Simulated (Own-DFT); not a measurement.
# Computed records: AlN (wurtzite, strained, atoms displaced)

Computed with Own-DFT development build. A calculation, not a measurement: plane-wave PBE density functional theory by an unreviewed code, no spin, of a simulated periodic cell, stress positive in tension, free energy of the whole cell less one offset for each atom, forces on such cells passed a denser k mesh, this cell's mesh not checked; offsets are fitted by least squares, one for each functional and potential file, so energies compare only between cells with the same atoms and settings and are not formation energies; the far tail of each file's local potential was reset to the Coulomb form; each entry is a single point on an unrelaxed cell, so the pressure reflects the starting lattice, mostly measured values (interpolated for alloys), from which strain is counted, and rises with the displacements; printed positions are rounded, which can move forces by about a meV/angstrom; the program, named Own-DFT, is a retired in-house code; no spin-orbit coupling.

Settings shared by all entries: functional PBE; potential files PseudoDojo norm-conserving, scalar-relativistic, standard set; wave cutoff 42 hartree; occupations Fermi-Dirac; smearing width 0.1 eV; hardware one NVIDIA H100; k mesh 2 x 2 x 2 centred on Gamma.

(1) 
```cif
# cell vector a (Å): 12.4107 -0.2070 0.1083
# cell vector b (Å): -6.3846 11.0547 0.1184
# cell vector c (Å): 0.0867 0.1595 9.9243
data_AlN
_symmetry_space_group_name_H-M 'P 1'
_symmetry_Int_Tables_number 1
_cell_length_a 12.4129
_cell_length_b 12.7665
_cell_length_c 9.9260
_cell_angle_alpha 88.922
_cell_angle_beta 89.015
_cell_angle_gamma 120.956
_cell_volume 1348.01
loop_
_atom_site_label
_atom_site_type_symbol
_atom_site_fract_x
_atom_site_fract_y
_atom_site_fract_z
_atom_site_occupancy
Al1 Al 0.08855 0.16455 0.00098 1
Al2 Al 0.17311 0.09407 0.25445 1
N1 N 0.08925 0.17771 0.19366 1
N2 N 0.16625 0.08098 0.43408 1
Al3 Al 0.07283 0.15780 0.50511 1
Al4 Al 0.16819 0.08649 0.75865 1
N3 N 0.08675 0.16778 0.68704 1
N4 N 0.16325 0.08266 0.93384 1
Al5 Al 0.08952 0.41974 0.99878 1
Al6 Al 0.16000 0.32764 0.25170 1
N5 N 0.08178 0.42005 0.19760 1
N6 N 0.16822 0.33489 0.42170 1
Al7 Al 0.08091 0.41173 0.50408 1
Al8 Al 0.15285 0.32977 0.74397 1
N7 N 0.08822 0.41958 0.69897 1
N8 N 0.16899 0.33313 0.93739 1
Al9 Al 0.07430 0.66496 0.99383 1
Al10 Al 0.17906 0.58587 0.24009 1
N9 N 0.07853 0.66127 0.18849 1
N10 N 0.16565 0.58035 0.44380 1
Al11 Al 0.07501 0.66766 0.50153 1
Al12 Al 0.16466 0.57920 0.74312 1
N11 N 0.08621 0.66123 0.69024 1
N12 N 0.16700 0.58263 0.94268 1
Al13 Al 0.08420 0.91683 0.00117 1
Al14 Al 0.16881 0.83395 0.25448 1
N13 N 0.07429 0.91135 0.19435 1
N14 N 0.16671 0.83745 0.43699 1
Al15 Al 0.08983 0.91542 0.50183 1
Al16 Al 0.16703 0.83210 0.74677 1
N15 N 0.08161 0.91642 0.69753 1
N16 N 0.16954 0.83117 0.93700 1
Al17 Al 0.33735 0.17046 0.99169 1
Al18 Al 0.42139 0.08875 0.25294 1
N17 N 0.33339 0.16472 0.17869 1
N18 N 0.41764 0.08399 0.44088 1
Al19 Al 0.33180 0.16851 0.50482 1
Al20 Al 0.41893 0.07632 0.74875 1
N19 N 0.34099 0.16742 0.69252 1
N20 N 0.41049 0.07356 0.94230 1
Al21 Al 0.33480 0.41568 0.00655 1
Al22 Al 0.42369 0.34071 0.24905 1
N21 N 0.32800 0.41152 0.19314 1
N22 N 0.41727 0.32513 0.44848 1
Al23 Al 0.33557 0.42251 0.49345 1
Al24 Al 0.41722 0.32587 0.75119 1
N23 N 0.33602 0.42241 0.69803 1
N24 N 0.41849 0.33903 0.94097 1
Al25 Al 0.32969 0.66377 0.99505 1
Al26 Al 0.41798 0.58524 0.24860 1
N25 N 0.33581 0.66559 0.19096 1
N26 N 0.41635 0.57745 0.44229 1
Al27 Al 0.32797 0.66399 0.49927 1
Al28 Al 0.41280 0.58515 0.74950 1
N27 N 0.32790 0.67056 0.70096 1
N28 N 0.42085 0.58157 0.93890 1
Al29 Al 0.32520 0.90834 0.99736 1
Al30 Al 0.41638 0.84367 0.25028 1
N29 N 0.32717 0.91813 0.19485 1
N30 N 0.41050 0.83699 0.43443 1
Al31 Al 0.33213 0.91719 0.50573 1
Al32 Al 0.42142 0.83189 0.74432 1
N31 N 0.32769 0.91353 0.69148 1
N32 N 0.41505 0.82768 0.93859 1
Al33 Al 0.57652 0.16086 0.99729 1
Al34 Al 0.67195 0.08434 0.25115 1
N33 N 0.59476 0.17397 0.18778 1
N34 N 0.67206 0.08550 0.44096 1
Al35 Al 0.57423 0.16351 0.49603 1
Al36 Al 0.66473 0.07786 0.74840 1
N35 N 0.58422 0.16966 0.67817 1
N36 N 0.67351 0.08784 0.94186 1
Al37 Al 0.58309 0.41794 0.99424 1
Al38 Al 0.66108 0.32128 0.25309 1
N37 N 0.57834 0.41644 0.19376 1
N38 N 0.66571 0.33807 0.44139 1
Al39 Al 0.58587 0.41660 0.50087 1
Al40 Al 0.65525 0.32555 0.75354 1
N39 N 0.58149 0.41896 0.69630 1
N40 N 0.66780 0.33414 0.93123 1
Al41 Al 0.58605 0.66713 0.00717 1
Al42 Al 0.66578 0.58020 0.24376 1
N41 N 0.58322 0.67459 0.19251 1
N42 N 0.66809 0.58592 0.44223 1
Al43 Al 0.58319 0.66487 0.50960 1
Al44 Al 0.66972 0.58763 0.74786 1
N43 N 0.58588 0.66357 0.70194 1
N44 N 0.66629 0.58326 0.93785 1
Al45 Al 0.58094 0.92474 0.00005 1
Al46 Al 0.67810 0.84179 0.25295 1
N45 N 0.57819 0.91684 0.18932 1
N46 N 0.66786 0.84069 0.43641 1
Al47 Al 0.57709 0.91097 0.49665 1
Al48 Al 0.66434 0.83485 0.74831 1
N47 N 0.58509 0.91876 0.69238 1
N48 N 0.66049 0.82952 0.93974 1
Al49 Al 0.83242 0.16173 0.99670 1
Al50 Al 0.91459 0.07684 0.24148 1
N49 N 0.83553 0.16798 0.19460 1
N50 N 0.91881 0.08978 0.44425 1
Al51 Al 0.82638 0.16414 0.49916 1
Al52 Al 0.91612 0.08467 0.74079 1
N51 N 0.83008 0.16591 0.69153 1
N52 N 0.90820 0.07739 0.93116 1
Al53 Al 0.82859 0.40881 0.99935 1
Al54 Al 0.91277 0.33561 0.25073 1
N53 N 0.83150 0.40917 0.18991 1
N54 N 0.92456 0.33323 0.44462 1
Al55 Al 0.83139 0.41235 0.50437 1
Al56 Al 0.91422 0.32611 0.74273 1
N55 N 0.83277 0.41441 0.69678 1
N56 N 0.91659 0.32971 0.93604 1
Al57 Al 0.83288 0.66695 0.00610 1
Al58 Al 0.91102 0.58357 0.24397 1
N57 N 0.83835 0.67494 0.19117 1
N58 N 0.92246 0.58745 0.43831 1
Al59 Al 0.83054 0.66550 0.49683 1
Al60 Al 0.92132 0.58709 0.74602 1
N59 N 0.82783 0.66374 0.69876 1
N60 N 0.91674 0.58179 0.94378 1
Al61 Al 0.83621 0.91792 0.00121 1
Al62 Al 0.91414 0.83169 0.24260 1
N61 N 0.83565 0.90990 0.19371 1
N62 N 0.91965 0.83472 0.43834 1
Al63 Al 0.83217 0.90997 0.50445 1
Al64 Al 0.91557 0.83615 0.74784 1
N63 N 0.83118 0.92036 0.69123 1
N64 N 0.91283 0.82968 0.94629 1
_calc_free_energy_of_cell_above_offsets '-51.109'  # eV
_calc_pressure 4.09  # GPa
_calc_stress_xx -6.66  # GPa
_calc_stress_yy 0.33  # GPa
_calc_stress_zz -5.94  # GPa
_calc_stress_yz 3.56  # GPa
_calc_stress_xz 1.99  # GPa
_calc_stress_xy -7  # GPa
_calc_wall_time 396.7  # s
```

Force:
| element | x (eV/Å) | y (eV/Å) | z (eV/Å) |
| --- | --- | --- | --- |
| Al | -1.745 | 1.257 | -0.285 |
| Al | -0.514 | -1.563 | -1.727 |
| N | 0.225 | -3.713 | -1.555 |
| N | -0.094 | 0.32 | 2.687 |
| Al | 2.327 | 1.936 | -2.06 |
| Al | 0.202 | -0.528 | -3.197 |
| N | -0.251 | -0.119 | 0.844 |
| N | 0.918 | -0.128 | 2.756 |
| Al | -0.819 | -1.087 | 0.535 |
| Al | -0.959 | 2.355 | -2.582 |
| N | 0.996 | -0.449 | -1.488 |
| N | 0.01 | -0.388 | 6.445 |
| Al | 1.703 | 1.363 | -1.134 |
| Al | 4.04 | 0.334 | 1.548 |
| N | -1.633 | -0.767 | -2.062 |
| N | -0.444 | -0.71 | 0.478 |
| Al | 2.757 | 0.19 | 1.432 |
| Al | -4.164 | -1.613 | 1.832 |
| N | 0.987 | 1.385 | 0.05 |
| N | -0.784 | 0.357 | -0.135 |
| Al | 3.184 | 0.22 | -0.683 |
| Al | -0.749 | 0.102 | 1.968 |
| N | -1.058 | 1.741 | -0.23 |
| N | -1.135 | 0.079 | -0.884 |
| Al | 0.119 | -0.626 | 0.154 |
| Al | -2.445 | -1.491 | -1.322 |
| N | 2.658 | 2.195 | -1.06 |
| N | 0.836 | -0.914 | 1.956 |
| Al | -1.942 | 0.738 | -0.397 |
| Al | -1.251 | -1.056 | 0.843 |
| N | 1.099 | 0.655 | -0.934 |
| N | -2.246 | -0.269 | -0.168 |
| Al | -0.233 | -0.471 | 0.33 |
| Al | -0.916 | -0.81 | -1.237 |
| N | 0.89 | 1.038 | 1.445 |
| N | -1.553 | -0.72 | -0.109 |
| Al | 0.145 | -1.199 | -0.489 |
| Al | -1 | 0.413 | -0.001 |
| N | -0.654 | -1.165 | 0.734 |
| N | 0.159 | 0.984 | -0.716 |
| Al | -0.648 | 0.547 | -1.576 |
| Al | -2.938 | -2.611 | 1.052 |
| N | 1.288 | 1.329 | 0.327 |
| N | -0.848 | 2.239 | -1.437 |
| Al | 0.076 | -3.182 | 1.635 |
| Al | -2.076 | 2.186 | -0.27 |
| N | -0.368 | -1.445 | -1.712 |
| N | 0.348 | -1.678 | -0.071 |
| Al | 1.67 | -0.013 | 0.41 |
| Al | -0.488 | -0.696 | 0.078 |
| N | 1.578 | 2.203 | -0.736 |
| N | -0.45 | 3.13 | -0.232 |
| Al | 0.439 | 0.228 | -0.02 |
| Al | 0.56 | -0.944 | 0.874 |
| N | 2.574 | 0.15 | -2.269 |
| N | -1.145 | 0.179 | 1.096 |
| Al | 1.598 | 0.258 | 0.922 |
| Al | -0.162 | -1.954 | -0.918 |
| N | 2.033 | 1.236 | -1.191 |
| N | 0.979 | -0.725 | 1.952 |
| Al | -0.292 | -0.023 | -1.354 |
| Al | -2.133 | -0.177 | 1.566 |
| N | 2.245 | 0.864 | -0.269 |
| N | -0.743 | 1.542 | -0.01 |
| Al | 1.138 | 1.105 | 0.051 |
| Al | -0.898 | -0.629 | -0.197 |
| N | -1.008 | -2.663 | -0.1 |
| N | -2.94 | -1.314 | -0.329 |
| Al | 2.449 | 1.299 | -0.202 |
| Al | -0.692 | 1.378 | 0.162 |
| N | 0.559 | -1.238 | 2.294 |
| N | -2.54 | -0.899 | -0.909 |
| Al | 0.588 | 0.213 | 0.257 |
| Al | -0.264 | 3.332 | 0.018 |
| N | 3.401 | 0.98 | -1.416 |
| N | 0.922 | -1.373 | -0.243 |
| Al | -0.895 | 0.471 | 0.745 |
| Al | 1.03 | 1.505 | -2.183 |
| N | 1.355 | 0.002 | -0.854 |
| N | -1.226 | -1.213 | 2.683 |
| Al | -0.712 | 0.098 | -1.683 |
| Al | -0.916 | 1.057 | 0.95 |
| N | 1.937 | -0.438 | 0.641 |
| N | -0.684 | -0.72 | -0.525 |
| Al | -0.018 | 0.153 | -1.053 |
| Al | -1.224 | -2.312 | 1.419 |
| N | -1.451 | 1.914 | -1.98 |
| N | 0.283 | 0.22 | 1.575 |
| Al | 1.253 | -2.101 | -0.182 |
| Al | -3.095 | -1.94 | -0.907 |
| N | 1.706 | 1.387 | 0.491 |
| N | 0.297 | -1.405 | 1.735 |
| Al | 0.205 | 1.431 | -0.22 |
| Al | 0.432 | -1.017 | 1.345 |
| N | 0.195 | -0.272 | -1.332 |
| N | 0.356 | 1.422 | 0.59 |
| Al | 0.954 | 1.873 | 0.647 |
| Al | 0.098 | 1.53 | 1.676 |
| N | 0.978 | -0.358 | -1.025 |
| N | -1.227 | -2.416 | -0.889 |
| Al | 2.302 | 1.121 | 0.237 |
| Al | -0.396 | -0.436 | 0.647 |
| N | 0.914 | -0.323 | -0.726 |
| N | 1.517 | 0.658 | 1.398 |
| Al | 1.149 | 0.616 | -0.735 |
| Al | 2.001 | -0.505 | 0.407 |
| N | -1.878 | 1.358 | 0.091 |
| N | -3.041 | -0.828 | -0.085 |
| Al | 0.631 | 0.799 | -0.144 |
| Al | -1.056 | 1.319 | 1.417 |
| N | -0.128 | 0.269 | -0.83 |
| N | 0.016 | -0.011 | 0.533 |
| Al | 0.127 | -0.571 | -1.802 |
| Al | 1.383 | -0.704 | 0.575 |
| N | -0.573 | -2.314 | 0.161 |
| N | -2.696 | -1.646 | -0.071 |
| Al | 1.118 | 0.581 | 0.564 |
| Al | -1.379 | -1.69 | 1.084 |
| N | 2.779 | 1.992 | -1.959 |
| N | -1.95 | -0.817 | -0.697 |
| Al | -1.041 | -1.155 | -1.093 |
| Al | 0.58 | -0.225 | 2.093 |
| N | -0.571 | 2.571 | -1.261 |
| N | -0.468 | -0.467 | 0.782 |
| Al | -0.058 | 1.498 | -1.095 |
| Al | -0.738 | -1.102 | 1.015 |
| N | 1.037 | -0.478 | -0.176 |
| N | 0.31 | 0.91 | -0.813 |

(2) 
```cif
# cell vector a (Å): 12.6662 -0.1328 -0.2057
# cell vector b (Å): -6.4480 10.8410 0.1522
# cell vector c (Å): -0.1646 0.0456 10.1533
data_AlN
_symmetry_space_group_name_H-M 'P 1'
_symmetry_Int_Tables_number 1
_cell_length_a 12.6686
_cell_length_b 12.6146
_cell_length_c 10.1547
_cell_angle_alpha 88.613
_cell_angle_beta 91.862
_cell_angle_gamma 121.350
_cell_volume 1385.11
loop_
_atom_site_label
_atom_site_type_symbol
_atom_site_fract_x
_atom_site_fract_y
_atom_site_fract_z
_atom_site_occupancy
Al1 Al 0.08454 0.16254 0.99786 1
Al2 Al 0.16681 0.08487 0.25286 1
N1 N 0.08863 0.17514 0.19526 1
N2 N 0.17157 0.08124 0.44126 1
Al3 Al 0.07595 0.16109 0.50197 1
Al4 Al 0.16788 0.08345 0.74665 1
N3 N 0.08183 0.16375 0.69702 1
N4 N 0.17477 0.08873 0.94336 1
Al5 Al 0.09040 0.41852 0.99209 1
Al6 Al 0.17412 0.33730 0.25008 1
N5 N 0.08174 0.41235 0.19558 1
N6 N 0.17747 0.34005 0.43516 1
Al7 Al 0.08898 0.42031 0.49598 1
Al8 Al 0.17126 0.33536 0.74832 1
N7 N 0.07908 0.41231 0.69275 1
N8 N 0.16531 0.33511 0.94325 1
Al9 Al 0.08223 0.66552 0.00611 1
Al10 Al 0.16093 0.57904 0.25872 1
N9 N 0.08391 0.67036 0.19325 1
N10 N 0.16216 0.57877 0.43648 1
Al11 Al 0.08058 0.67242 0.50897 1
Al12 Al 0.16787 0.58844 0.74950 1
N11 N 0.07814 0.65998 0.69094 1
N12 N 0.15873 0.58365 0.94293 1
Al13 Al 0.08039 0.91705 0.99581 1
Al14 Al 0.16131 0.82256 0.24338 1
N13 N 0.07975 0.92191 0.19521 1
N14 N 0.16449 0.83402 0.43594 1
Al15 Al 0.08035 0.91324 0.50340 1
Al16 Al 0.16760 0.83511 0.75443 1
N15 N 0.07982 0.90654 0.69326 1
N16 N 0.16775 0.84084 0.94227 1
Al17 Al 0.34016 0.16352 0.00101 1
Al18 Al 0.41716 0.08449 0.24487 1
N17 N 0.32665 0.15859 0.19104 1
N18 N 0.41367 0.08316 0.43595 1
Al19 Al 0.33735 0.17314 0.49323 1
Al20 Al 0.41754 0.08481 0.75159 1
N19 N 0.33436 0.17113 0.68767 1
N20 N 0.41504 0.08047 0.94371 1
Al21 Al 0.34336 0.42547 0.00071 1
Al22 Al 0.41825 0.34076 0.24623 1
N21 N 0.32692 0.40769 0.19524 1
N22 N 0.41283 0.33103 0.44036 1
Al23 Al 0.33158 0.42157 0.50147 1
Al24 Al 0.41492 0.33213 0.74669 1
N23 N 0.33126 0.41299 0.69155 1
N24 N 0.41112 0.32817 0.94113 1
Al25 Al 0.33169 0.66747 0.00569 1
Al26 Al 0.41771 0.57900 0.23965 1
N25 N 0.32666 0.66599 0.19315 1
N26 N 0.41252 0.57760 0.43966 1
Al27 Al 0.33475 0.66702 0.48974 1
Al28 Al 0.42321 0.59042 0.75574 1
N27 N 0.32832 0.66454 0.68692 1
N28 N 0.41532 0.58579 0.94382 1
Al29 Al 0.33720 0.91835 0.99326 1
Al30 Al 0.42015 0.83862 0.24861 1
N29 N 0.33509 0.91729 0.19742 1
N30 N 0.41716 0.82904 0.44737 1
Al31 Al 0.34228 0.91727 0.50475 1
Al32 Al 0.42387 0.83132 0.75883 1
N31 N 0.33441 0.92413 0.69420 1
N32 N 0.41478 0.83323 0.94047 1
Al33 Al 0.58964 0.17230 0.99458 1
Al34 Al 0.66225 0.08022 0.24883 1
N33 N 0.58615 0.16719 0.19201 1
N34 N 0.66019 0.07590 0.44052 1
Al35 Al 0.58552 0.17339 0.50190 1
Al36 Al 0.67072 0.08318 0.75486 1
N35 N 0.58246 0.16433 0.68854 1
N36 N 0.66548 0.08563 0.93745 1
Al37 Al 0.58232 0.41654 0.00051 1
Al38 Al 0.66998 0.33112 0.25450 1
N37 N 0.58043 0.42232 0.19379 1
N38 N 0.66848 0.33229 0.44166 1
Al39 Al 0.57832 0.41847 0.50133 1
Al40 Al 0.65960 0.34202 0.75059 1
N39 N 0.58111 0.40997 0.68732 1
N40 N 0.66986 0.33464 0.94181 1
Al41 Al 0.58542 0.67080 0.99740 1
Al42 Al 0.67161 0.58757 0.24752 1
N41 N 0.58574 0.67400 0.20048 1
N42 N 0.66535 0.58105 0.43640 1
Al43 Al 0.58616 0.66552 0.50990 1
Al44 Al 0.66091 0.58155 0.75103 1
N43 N 0.58445 0.66428 0.68610 1
N44 N 0.67308 0.58191 0.94536 1
Al45 Al 0.59299 0.92501 0.99084 1
Al46 Al 0.66628 0.83528 0.25137 1
N45 N 0.58694 0.92384 0.18178 1
N46 N 0.66678 0.83487 0.44072 1
Al47 Al 0.59029 0.92470 0.50581 1
Al48 Al 0.66309 0.83588 0.74133 1
N47 N 0.58334 0.91472 0.68638 1
N48 N 0.66781 0.82919 0.94049 1
Al49 Al 0.83665 0.16645 0.01045 1
Al50 Al 0.92642 0.08152 0.24905 1
N49 N 0.82493 0.16079 0.19469 1
N50 N 0.91876 0.08783 0.43965 1
Al51 Al 0.83394 0.17233 0.50141 1
Al52 Al 0.91580 0.08113 0.75412 1
N51 N 0.82925 0.16261 0.69668 1
N52 N 0.91758 0.08297 0.93977 1
Al53 Al 0.84147 0.42389 0.00586 1
Al54 Al 0.91398 0.33400 0.25029 1
N53 N 0.83972 0.42320 0.19186 1
N54 N 0.91905 0.33233 0.44592 1
Al55 Al 0.83348 0.41155 0.49870 1
Al56 Al 0.91606 0.33670 0.76087 1
N55 N 0.83264 0.41695 0.68511 1
N56 N 0.91079 0.33234 0.94891 1
Al57 Al 0.83491 0.66171 0.99899 1
Al58 Al 0.90289 0.58505 0.24395 1
N57 N 0.83482 0.66807 0.18715 1
N58 N 0.91443 0.57778 0.43742 1
Al59 Al 0.83536 0.67822 0.50079 1
Al60 Al 0.91244 0.57386 0.73540 1
N59 N 0.83176 0.66180 0.69197 1
N60 N 0.91207 0.58007 0.94726 1
Al61 Al 0.84012 0.92485 0.99830 1
Al62 Al 0.91466 0.83376 0.25239 1
N61 N 0.83099 0.91614 0.19336 1
N62 N 0.90304 0.82797 0.44854 1
Al63 Al 0.83140 0.90105 0.49537 1
Al64 Al 0.91441 0.82771 0.74759 1
N63 N 0.83544 0.91534 0.68988 1
N64 N 0.91402 0.83703 0.94160 1
_calc_free_energy_of_cell_above_offsets '-52.645'  # eV
_calc_pressure -1.08  # GPa
_calc_stress_xx 3.35  # GPa
_calc_stress_yy -4.52  # GPa
_calc_stress_zz 4.4  # GPa
_calc_stress_yz 2.02  # GPa
_calc_stress_xz -3.54  # GPa
_calc_stress_xy -2.44  # GPa
_calc_wall_time 407.5  # s
```

Force:
| element | x (eV/Å) | y (eV/Å) | z (eV/Å) |
| --- | --- | --- | --- |
| Al | 0.631 | 1.361 | 0.637 |
| Al | 0.12 | 0.047 | 0.098 |
| N | 0.429 | -1.693 | -1.246 |
| N | -2.148 | -0.144 | 0.523 |
| Al | 1.887 | 1.369 | 0.048 |
| Al | 0.241 | -0.17 | 0.591 |
| N | -0.008 | 0.196 | -0.768 |
| N | -0.991 | -0.96 | -0.953 |
| Al | -1.57 | -0.617 | 1.803 |
| Al | -2.563 | -0.593 | 0.711 |
| N | -0.076 | 0.523 | -0.854 |
| N | -2.239 | -1.604 | 1.079 |
| Al | 0.058 | -1.43 | 0.849 |
| Al | -1.301 | -0.557 | 0.758 |
| N | 0.491 | 0.793 | -0.009 |
| N | 1.408 | -0.02 | -0.678 |
| Al | -0.402 | 0.581 | -0.335 |
| Al | -0.2 | 0.118 | -1.763 |
| N | -0.48 | -3.176 | -1.129 |
| N | -0.108 | 1.847 | 1.61 |
| Al | 0.727 | -1.023 | -2.206 |
| Al | 0.069 | -1.484 | 0.218 |
| N | 0.159 | 1.419 | 0.533 |
| N | 1.373 | 0.702 | -0.681 |
| Al | 0.393 | 0.702 | 1.078 |
| Al | -0.21 | 4.203 | 1.756 |
| N | 0.426 | -1.555 | -0.78 |
| N | 0.128 | -0.182 | 0.951 |
| Al | 1.155 | 0.527 | -0.59 |
| Al | 0.492 | -0.59 | -0.183 |
| N | -0.697 | 1.256 | -0.504 |
| N | 0.246 | -1.29 | 0.087 |
| Al | -1.482 | 0.047 | 0.776 |
| Al | -0.178 | -0.207 | 1.103 |
| N | 0.911 | 1.91 | -0.452 |
| N | 0.838 | 0.572 | 0.55 |
| Al | 0.488 | -2.191 | 0.902 |
| Al | -0.197 | 0.791 | -0.368 |
| N | 0.406 | -1.047 | 0.044 |
| N | 1.019 | 1.422 | -0.827 |
| Al | -1.106 | -3.054 | 0.189 |
| Al | 0.657 | -2.358 | 1.141 |
| N | 1.555 | 2.78 | -2.326 |
| N | -0.038 | 2.189 | -0.59 |
| Al | 1.586 | -1.222 | 0.439 |
| Al | -0.332 | -0.171 | 0.61 |
| N | 0.689 | 1.666 | 0.168 |
| N | 0.79 | 1.654 | -0.284 |
| Al | -0.791 | 0.02 | 0.049 |
| Al | -1.143 | 0.776 | 2.054 |
| N | 1.306 | -0.131 | -0.19 |
| N | 0.654 | 2.154 | -0.45 |
| Al | -0.088 | -1.459 | 0.927 |
| Al | -1.503 | -1.451 | -1.313 |
| N | 1.444 | 0.568 | 0.609 |
| N | 0.51 | 0.987 | -0.194 |
| Al | -0.512 | -0.759 | 1.713 |
| Al | 0.119 | -0.551 | 0.426 |
| N | -0.256 | -0.519 | -1.599 |
| N | 0.213 | 1.813 | -1.115 |
| Al | -1.599 | 0.244 | -0.683 |
| Al | -2.028 | 0.104 | -1.736 |
| N | 0.888 | -1.941 | -0.021 |
| N | 1.008 | 0.058 | 0.171 |
| Al | -0.317 | -1.087 | 1.031 |
| Al | 0.281 | 0.533 | 0.82 |
| N | -0.513 | 0.382 | -0.921 |
| N | 0.026 | 3.036 | -0.38 |
| Al | -0.239 | -2.258 | -0.189 |
| Al | -1.349 | 0.576 | -1.004 |
| N | 0.017 | 0.718 | 0.931 |
| N | 0.793 | 0.492 | 0.221 |
| Al | 0.408 | -0.727 | 0.559 |
| Al | -0.76 | 0.552 | -0.419 |
| N | 1.474 | -0.608 | -0.84 |
| N | -0.822 | 0.97 | -0.396 |
| Al | 1.137 | -0.69 | -1.038 |
| Al | 4.308 | -2.633 | 0.67 |
| N | -2.9 | 2.459 | -0.156 |
| N | -0.891 | 1.162 | -0.313 |
| Al | 0.943 | -0.8 | 1.532 |
| Al | -1.147 | -0.028 | 0.539 |
| N | 0.522 | -1.636 | -2.178 |
| N | -0.108 | 1.099 | 0.897 |
| Al | -0.998 | -0.269 | -3.647 |
| Al | 1.834 | -0.233 | 0.362 |
| N | -0.652 | 0.387 | 2.135 |
| N | -2.519 | 0.097 | -1.17 |
| Al | -0.587 | -1.801 | 1.534 |
| Al | -0.653 | 1.167 | 0.252 |
| N | 0.067 | -1.817 | 0.224 |
| N | -0.225 | -0.51 | 0.561 |
| Al | -0.166 | -2.59 | -1.07 |
| Al | 2.393 | -0.27 | 0.992 |
| N | -0.389 | 0.429 | 1.595 |
| N | -0.782 | 2.004 | -1.244 |
| Al | -0.563 | 0.16 | -0.658 |
| Al | -2.102 | 0.903 | 1.004 |
| N | 1.443 | 0.783 | -0.162 |
| N | -0.64 | -1.483 | -0.112 |
| Al | 0.528 | -2.049 | 0.296 |
| Al | -0.122 | 0.284 | -1.029 |
| N | 0.904 | 0.789 | -0.526 |
| N | -0.508 | 1.076 | 0.525 |
| Al | -0.572 | -1.956 | -0.079 |
| Al | 1.151 | -0.522 | 0.32 |
| N | -1.082 | -1.088 | 0.156 |
| N | -0.668 | 0.736 | -1.102 |
| Al | 0.157 | 0.801 | 0.029 |
| Al | -0.001 | -0.897 | -1.01 |
| N | -0.344 | -1.838 | 0.646 |
| N | 1.112 | 0.379 | -0.49 |
| Al | -0.092 | 1.727 | -0.125 |
| Al | 4.041 | -0.477 | 2.058 |
| N | -1.892 | 1.083 | -0.153 |
| N | -1.04 | 1.521 | 0.32 |
| Al | 0.93 | -5.85 | 0.926 |
| Al | -0.477 | 1.799 | 1.869 |
| N | -0.754 | -0.017 | -0.33 |
| N | 0.855 | 1.507 | -1.482 |
| Al | -0.238 | -2.366 | 0.751 |
| Al | 0.248 | 0.345 | -0.588 |
| N | 0.652 | -0.03 | -0.537 |
| N | 4.297 | 1.622 | -3.005 |
| Al | -4.347 | 4.668 | 1.893 |
| Al | -0.335 | 0.531 | 1.101 |
| N | -0.522 | -0.595 | -0.278 |
| N | 0.53 | -0.901 | -0.495 |
